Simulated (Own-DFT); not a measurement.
# Response to strain: wurtzite AlGaN with randomly placed atoms, 72 atoms (Al27Ga9N36)

These are calculations, not measurements. They come from Own-DFT, an in-house plane-wave density functional program, since retired, whose code no person has reviewed. Each row is one single-point run on a periodic cell that was not relaxed, without spin or spin-orbit coupling.

Settings of every run: PBE; PseudoDojo norm-conserving scalar-relativistic files (stringent for Ga); cutoff 96 hartree; 4 x 4 x 3 k mesh centred on Gamma; Gaussian smearing of 0.01 eV.

Known limits: forces on such cells passed a denser k mesh, each cell not checked; stress not checked against mesh or cutoff.

Unstrained cell vectors in Å: (9.394, 0.000, 0.000); (-4.697, 8.135, 0.000); (0.000, 0.000, 10.066). The unstrained cell has measured lattice constants (interpolated for alloys), not those of this functional. That, the random moves and any unrelaxed bonds set the pressure at no strain. Each run strains this cell uniformly, with the atoms carried along. Every atom was also moved at random, by a Gaussian of width 0.05 Å on each axis. The random placing of the alloy's atoms differs from row to row. Strain is the symmetric tensor, in per cent. Stress is positive in tension, and the pressure is minus a third of its trace.

```
run,e_xx (%),e_yy (%),e_zz (%),s_xx (GPa),s_yy (GPa),s_zz (GPa),P (GPa),E (meV/atom)
1,0.00,0.00,0.75,-4.90,-2.88,-6.30,4.69,0.0
2,0.00,0.00,2.75,-4.57,-4.56,4.67,1.48,11.8
3,0.00,0.00,-0.75,-8.06,-4.70,-11.59,8.11,7.7
4,0.00,0.00,3.00,-4.29,-4.54,5.62,1.07,15.2
5,0.00,0.00,-0.25,-7.76,-5.76,-6.81,6.78,4.4
6,0.00,0.00,-2.00,-6.16,-7.98,-18.55,10.89,24.5
7,0.00,0.00,2.50,-6.22,-4.26,5.21,1.76,5.7
8,0.00,0.00,-1.50,-9.89,-6.36,-13.49,9.91,33.3
9,0.00,0.00,-1.00,?,?,?,?,?
```

E is the free energy for each atom above the lowest run shown.

## Worked fit

The change of volume is close to e_xx + e_yy + e_zz. A straight line through the runs shown gives P = 6.69 - 196 x (fractional change of volume) GPa, with an error of 7 on the slope and a scatter of 0.34 GPa. The strain isn't the same on all axes and the cell isn't cubic, so the slope belongs to this path and is not the bulk modulus.

## Withheld run

Question: what pressure should run 9 give? Its volume changes by -1.00 %.

The line gives 8.7 GPa. The calculation gave 8.03 GPa.
